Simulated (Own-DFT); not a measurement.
Hf32O63 (monoclinic hafnia with one vacancy, atoms displaced) (calculated)

Computed with Own-DFT development build. A calculation, not a measurement: plane-wave density functional theory by an unreviewed code, no spin, of a simulated periodic cell, stress positive in tension, run twice, with PBE and with PBEsol, both on files made for PBE, so the change isn't that of files made for PBEsol, defect cell not probed for a lower state with spin; hafnium file: forces about 75 meV/angstrom off all-electron values; oxygen file: force components 24 meV/angstrom off all-electron in one glass; forces on such cells passed a denser k mesh, this cell's mesh not checked; the far tail of each file's local potential was reset to the Coulomb form; each entry is a single point on an unrelaxed cell, so the pressure reflects the starting lattice, mostly measured values (interpolated for alloys), from which strain is counted, and rises with the displacements; printed positions are rounded, which can move forces by about a meV/angstrom; the program, named Own-DFT, is a retired in-house code; no spin-orbit coupling; stress was not checked against mesh or cutoff.

```cif
# cell vector a (Å): 10.2340 0.0000 0.0000
# cell vector b (Å): 0.0000 10.3500 0.0000
# cell vector c (Å): -1.6955 0.0000 10.4453
data_Hf32O63
_symmetry_space_group_name_H-M 'P 1'
_symmetry_Int_Tables_number 1
_cell_length_a 10.2340
_cell_length_b 10.3500
_cell_length_c 10.5820
_cell_angle_alpha 90.000
_cell_angle_beta 99.220
_cell_angle_gamma 90.000
_cell_volume 1106.39
loop_
_atom_site_label
_atom_site_type_symbol
_atom_site_fract_x
_atom_site_fract_y
_atom_site_fract_z
_atom_site_occupancy
Hf1 Hf 0.13918 0.01635 0.10289 1
Hf2 Hf 0.36488 0.26974 0.14603 1
Hf3 Hf 0.36690 0.47815 0.39953 1
Hf4 Hf 0.13877 0.23106 0.35253 1
O1 O 0.03568 0.16618 0.17629 1
O2 O 0.46286 0.41786 0.07983 1
O3 O 0.46792 0.33490 0.32962 1
O4 O 0.03576 0.08613 0.43133 1
O5 O 0.22446 0.38165 0.24184 1
O6 O 0.27763 0.12976 0.00932 1
O7 O 0.27573 0.11738 0.26070 1
O8 O 0.22398 0.37317 0.49045 1
Hf5 Hf 0.14145 0.02296 0.60825 1
Hf6 Hf 0.36194 0.26408 0.64205 1
Hf7 Hf 0.36104 0.47316 0.89243 1
Hf8 Hf 0.13758 0.23203 0.84955 1
O9 O 0.04013 0.16634 0.67103 1
O10 O 0.45859 0.41499 0.57342 1
O11 O 0.46829 0.33462 0.82383 1
O12 O 0.03566 0.08102 0.92364 1
O13 O 0.22943 0.37882 0.74009 1
O14 O 0.27808 0.13093 0.51213 1
O15 O 0.27906 0.12057 0.75984 1
O16 O 0.22316 0.37245 0.99214 1
Hf9 Hf 0.13792 0.51838 0.10291 1
Hf10 Hf 0.36691 0.76887 0.14576 1
Hf11 Hf 0.36273 0.97964 0.39416 1
Hf12 Hf 0.13926 0.72910 0.35125 1
O17 O 0.03834 0.66652 0.17649 1
O18 O 0.46230 0.92137 0.07704 1
O19 O 0.46180 0.83751 0.32556 1
O20 O 0.04082 0.58718 0.42203 1
O21 O 0.21995 0.88588 0.24334 1
O22 O 0.27215 0.62894 0.00548 1
O23 O 0.27476 0.62326 0.26418 1
O24 O 0.22374 0.87276 0.48989 1
Hf13 Hf 0.13971 0.52046 0.60128 1
Hf14 Hf 0.36097 0.76595 0.65191 1
Hf15 Hf 0.36263 0.97659 0.89549 1
Hf16 Hf 0.13490 0.72527 0.85212 1
O25 O 0.03763 0.66677 0.67450 1
O26 O 0.46393 0.91822 0.57287 1
O27 O 0.46616 0.83759 0.82535 1
O28 O 0.03995 0.59050 0.91977 1
O29 O 0.22728 0.88023 0.74110 1
O30 O 0.27811 0.62892 0.51425 1
O31 O 0.27648 0.62342 0.75998 1
Hf17 Hf 0.63745 0.02302 0.10173 1
Hf18 Hf 0.86084 0.26676 0.14765 1
Hf19 Hf 0.85550 0.48205 0.39566 1
Hf20 Hf 0.64027 0.22756 0.35769 1
O32 O 0.53858 0.16522 0.17128 1
O33 O 0.96100 0.42291 0.07761 1
O34 O 0.96412 0.33204 0.32750 1
O35 O 0.53937 0.08871 0.42161 1
O36 O 0.72786 0.38432 0.24259 1
O37 O 0.77671 0.13375 0.01201 1
O38 O 0.76259 0.12160 0.25819 1
O39 O 0.72324 0.37314 0.49214 1
Hf21 Hf 0.63644 0.02385 0.60526 1
Hf22 Hf 0.86091 0.27590 0.64394 1
Hf23 Hf 0.85924 0.47604 0.89505 1
Hf24 Hf 0.64030 0.23282 0.85355 1
O40 O 0.53771 0.16767 0.67585 1
O41 O 0.96273 0.41427 0.57793 1
O42 O 0.96005 0.33314 0.82609 1
O43 O 0.54485 0.08269 0.92547 1
O44 O 0.72334 0.38127 0.73928 1
O45 O 0.77680 0.12490 0.50839 1
O46 O 0.77882 0.11591 0.76495 1
O47 O 0.72420 0.37225 0.99025 1
Hf25 Hf 0.64123 0.51525 0.10701 1
Hf26 Hf 0.86661 0.76799 0.14347 1
Hf27 Hf 0.86254 0.97981 0.39266 1
Hf28 Hf 0.63301 0.72788 0.35522 1
O48 O 0.53583 0.66940 0.17096 1
O49 O 0.96112 0.91325 0.07371 1
O50 O 0.96017 0.83390 0.32364 1
O51 O 0.53239 0.58426 0.42438 1
O52 O 0.72806 0.87899 0.24480 1
O53 O 0.78021 0.63207 0.01222 1
O54 O 0.77663 0.61748 0.26396 1
O55 O 0.72227 0.87207 0.49486 1
Hf29 Hf 0.63459 0.51773 0.60145 1
Hf30 Hf 0.86185 0.77125 0.64619 1
Hf31 Hf 0.86452 0.97897 0.89625 1
Hf32 Hf 0.63942 0.73737 0.85455 1
O56 O 0.54017 0.66815 0.67587 1
O57 O 0.96168 0.91643 0.57781 1
O58 O 0.97120 0.83268 0.82971 1
O59 O 0.53696 0.58690 0.92099 1
O60 O 0.72429 0.86764 0.73977 1
O61 O 0.77261 0.62575 0.50906 1
O62 O 0.77594 0.62289 0.75781 1
O63 O 0.72326 0.87233 0.98835 1
_calc_functional 'PBE, then PBEsol'
_calc_potential_files 'PseudoDojo norm-conserving, scalar-relativistic, standard set'
_calc_wave_cutoff 72  # hartree
_calc_occupations 'Fermi-Dirac'
_calc_smearing_width 0.1  # eV
_calc_k_mesh '2 x 2 x 2 centred on Gamma'
_calc_PBE_pressure 4.39  # GPa
_calc_PBE_stress_xx -4.36  # GPa
_calc_PBE_stress_yy -4.28  # GPa
_calc_PBE_stress_zz -4.54  # GPa
_calc_PBE_stress_yz -0.1  # GPa
_calc_PBE_stress_xz -0.23  # GPa
_calc_PBE_stress_xy 0.4  # GPa
_calc_PBEsol_pressure -1.99  # GPa
_calc_PBEsol_stress_xx 2.05  # GPa
_calc_PBEsol_stress_yy 2.05  # GPa
_calc_PBEsol_stress_zz 1.87  # GPa
_calc_PBEsol_stress_yz -0.1  # GPa
_calc_PBEsol_stress_xz 0.13  # GPa
_calc_PBEsol_stress_xy 0.38  # GPa
_calc_rms_change_of_force_components_from_PBE_to_PBEsol 0.046  # eV/angstrom
```

Force:
| force element | PBE force x (eV/Å) | PBE force y (eV/Å) | PBE force z (eV/Å) | PBEsol force x (eV/Å) | PBEsol force y (eV/Å) | PBEsol force z (eV/Å) |
| --- | --- | --- | --- | --- | --- | --- |
| Hf | 0.016 | 0.546 | 0.165 | -0.054 | 0.673 | 0.229 |
| Hf | -0.286 | -0.294 | 0.395 | -0.276 | -0.236 | 0.404 |
| Hf | -1.651 | 0.181 | -1.141 | -1.609 | 0.123 | -1.077 |
| Hf | -0.418 | -0.244 | 0.514 | -0.417 | -0.274 | 0.477 |
| O | -0.176 | -0.242 | -0.552 | -0.161 | -0.214 | -0.488 |
| O | 0.405 | 0.039 | -0.231 | 0.39 | 0.036 | -0.273 |
| O | 0.069 | -0.29 | -0.385 | 0.056 | -0.294 | -0.416 |
| O | 0.13 | 0.295 | -0.995 | 0.141 | 0.264 | -0.922 |
| O | 0.222 | -0.471 | -0.242 | 0.273 | -0.465 | -0.239 |
| O | -0.239 | -0.05 | -0.043 | -0.29 | -0.056 | -0.035 |
| O | 0.165 | 1.018 | -0.263 | 0.097 | 0.989 | -0.255 |
| O | -0.274 | -0.414 | -0.134 | -0.203 | -0.395 | -0.127 |
| Hf | -0.356 | -1.326 | -0.99 | -0.339 | -1.234 | -0.998 |
| Hf | -0.142 | 0.883 | 0.603 | -0.153 | 0.903 | 0.612 |
| Hf | 0.864 | 1.812 | 0.637 | 0.837 | 1.731 | 0.642 |
| Hf | -0.091 | -0.883 | 0.786 | -0.081 | -0.908 | 0.733 |
| O | -1.031 | 1.071 | 0.585 | -0.981 | 1.053 | 0.624 |
| O | 1.032 | -0.028 | 0.887 | 1.001 | -0.009 | 0.801 |
| O | -0.059 | -0.079 | 0.341 | -0.067 | -0.094 | 0.293 |
| O | 0.514 | 0.686 | -0.285 | 0.497 | 0.648 | -0.227 |
| O | -0.567 | -0.234 | -0.065 | -0.49 | -0.24 | -0.052 |
| O | -0.002 | -0.289 | -0.474 | -0.063 | -0.279 | -0.443 |
| O | -0.062 | 0.378 | 0.218 | -0.129 | 0.372 | 0.199 |
| O | -0.02 | -0.417 | -0.623 | 0.049 | -0.393 | -0.612 |
| Hf | 0.153 | 0.772 | 0.269 | 0.157 | 0.792 | 0.238 |
| Hf | -1.088 | 0.26 | -0.607 | -0.971 | 0.23 | -0.473 |
| Hf | -0.536 | -0.113 | 0.683 | -0.538 | -0.171 | 0.69 |
| Hf | -0.041 | 0.798 | 1.015 | -0.037 | 0.718 | 0.964 |
| O | -0.131 | -0.245 | -0.81 | -0.127 | -0.218 | -0.74 |
| O | -0.203 | -0.583 | 0.225 | -0.195 | -0.56 | 0.171 |
| O | 0.726 | -0.658 | -0.058 | 0.696 | -0.659 | -0.104 |
| O | -1.347 | -1.067 | 0.338 | -1.289 | -1.047 | 0.379 |
| O | 0.322 | -0.901 | -0.969 | 0.369 | -0.865 | -0.944 |
| O | 0.552 | 0.436 | 0.944 | 0.469 | 0.409 | 0.92 |
| O | 0.678 | -0.098 | -0.507 | 0.591 | -0.081 | -0.492 |
| O | 0.091 | -0.111 | 0.019 | 0.157 | -0.098 | 0.011 |
| Hf | -0.168 | 0.518 | 0.007 | -0.142 | 0.563 | -0.027 |
| Hf | 0.556 | 0.823 | -1.173 | 0.526 | 0.835 | -1.114 |
| Hf | -0.147 | 0.384 | 0.192 | -0.028 | 0.394 | 0.127 |
| Hf | 1.601 | 1.244 | 0.199 | 1.501 | 1.048 | 0.074 |
| O | -0.171 | -0.433 | -0.793 | -0.15 | -0.405 | -0.707 |
| O | 0.226 | -0.062 | 0.602 | 0.226 | -0.026 | 0.531 |
| O | 0.165 | -0.077 | 0.262 | 0.144 | -0.089 | 0.217 |
| O | -2.254 | -2.503 | 0.839 | -2.17 | -2.44 | 0.859 |
| O | -0.223 | 0.067 | 0.387 | -0.136 | 0.07 | 0.374 |
| O | 0.16 | -0.11 | -0.166 | 0.089 | -0.12 | -0.15 |
| O | 0.295 | -0.851 | 0.027 | 0.23 | -0.817 | 0.016 |
| Hf | 0.295 | -0.985 | 0.458 | 0.28 | -0.891 | 0.416 |
| Hf | 0.625 | 0.762 | 0.268 | 0.602 | 0.784 | 0.287 |
| Hf | 1.699 | -0.108 | 0.138 | 1.621 | -0.146 | 0.141 |
| Hf | -0.128 | 0.411 | -0.545 | -0.124 | 0.334 | -0.554 |
| O | -1.303 | 1.099 | 0.158 | -1.263 | 1.078 | 0.202 |
| O | 0.038 | -0.655 | 0.006 | 0.036 | -0.622 | -0.058 |
| O | -0.194 | 0.26 | 0.275 | -0.192 | 0.232 | 0.214 |
| O | -1.068 | -0.783 | 0.465 | -1.019 | -0.768 | 0.502 |
| O | -0.353 | -0.963 | -0.078 | -0.278 | -0.928 | -0.079 |
| O | 0.534 | -0.341 | -0.038 | 0.457 | -0.33 | -0.028 |
| O | 1.844 | 0.055 | 0.237 | 1.731 | 0.063 | 0.225 |
| O | -0.172 | -0.47 | -0.268 | -0.104 | -0.444 | -0.259 |
| Hf | 0.446 | -1.51 | -0.246 | 0.436 | -1.438 | -0.287 |
| Hf | 0.27 | -1.421 | -0.007 | 0.266 | -1.314 | 0.014 |
| Hf | 0.262 | 2.048 | 0.071 | 0.237 | 1.948 | 0.093 |
| Hf | -0.157 | -0.964 | 0.43 | -0.156 | -0.992 | 0.399 |
| O | -0.045 | 0.101 | -0.434 | -0.042 | 0.114 | -0.381 |
| O | 0.657 | 0.616 | -0.127 | 0.616 | 0.599 | -0.163 |
| O | 0.752 | -0.314 | 0.112 | 0.719 | -0.314 | 0.05 |
| O | -0.888 | 0.262 | -0.875 | -0.85 | 0.244 | -0.79 |
| O | -0.043 | -0.48 | -0.042 | 0.026 | -0.477 | -0.038 |
| O | 0.044 | 1.107 | 0.719 | -0.027 | 1.078 | 0.691 |
| O | -0.298 | 0.682 | -0.748 | -0.359 | 0.667 | -0.716 |
| O | -0.198 | 0.091 | 0.073 | -0.128 | 0.102 | 0.068 |
| Hf | -0.378 | 1.621 | -1.154 | -0.353 | 1.617 | -1.145 |
| Hf | -1.063 | 0.335 | 0.712 | -1.032 | 0.379 | 0.722 |
| Hf | -0.115 | -0.51 | 0.984 | -0.126 | -0.552 | 1 |
| Hf | 1.151 | 1.232 | 0.015 | 1.13 | 1.158 | -0.012 |
| O | 0.548 | -0.547 | 0.192 | 0.523 | -0.509 | 0.247 |
| O | 1.109 | 0.604 | 0.397 | 1.074 | 0.603 | 0.34 |
| O | 1.026 | -0.223 | 0.409 | 0.988 | -0.231 | 0.342 |
| O | 0.26 | 0.183 | -0.182 | 0.263 | 0.153 | -0.126 |
| O | -0.602 | -0.151 | -0.838 | -0.517 | -0.144 | -0.807 |
| O | -0.315 | -0.784 | -0.162 | -0.358 | -0.767 | -0.144 |
| O | -0.432 | 0.684 | -0.469 | -0.487 | 0.648 | -0.445 |
| O | -0.032 | -0.387 | -0.811 | 0.032 | -0.372 | -0.787 |
| Hf | 0.043 | 1.315 | 1.296 | 0.059 | 1.335 | 1.237 |
| Hf | 0.034 | -0.264 | -0.158 | 0.015 | -0.208 | -0.12 |
| Hf | -0.235 | -0.656 | -0.312 | -0.23 | -0.685 | -0.279 |
| Hf | 0.101 | -1.787 | 0.239 | 0.114 | -1.779 | 0.195 |
| O | -0.753 | -0.235 | -0.804 | -0.732 | -0.211 | -0.736 |
| O | 0.644 | 0.298 | 0.079 | 0.611 | 0.3 | 0.03 |
| O | -1.047 | 0.859 | -0.261 | -1.036 | 0.817 | -0.308 |
| O | -0.504 | -0.811 | 0.385 | -0.482 | -0.807 | 0.415 |
| O | 0.151 | 1.788 | -0.165 | 0.204 | 1.717 | -0.153 |
| O | 0.115 | 0.223 | 0.049 | 0.045 | 0.197 | 0.036 |
| O | 0.317 | -0.879 | 0.564 | 0.25 | -0.846 | 0.548 |
| O | 0.096 | 0.453 | 0.361 | 0.157 | 0.445 | 0.334 |
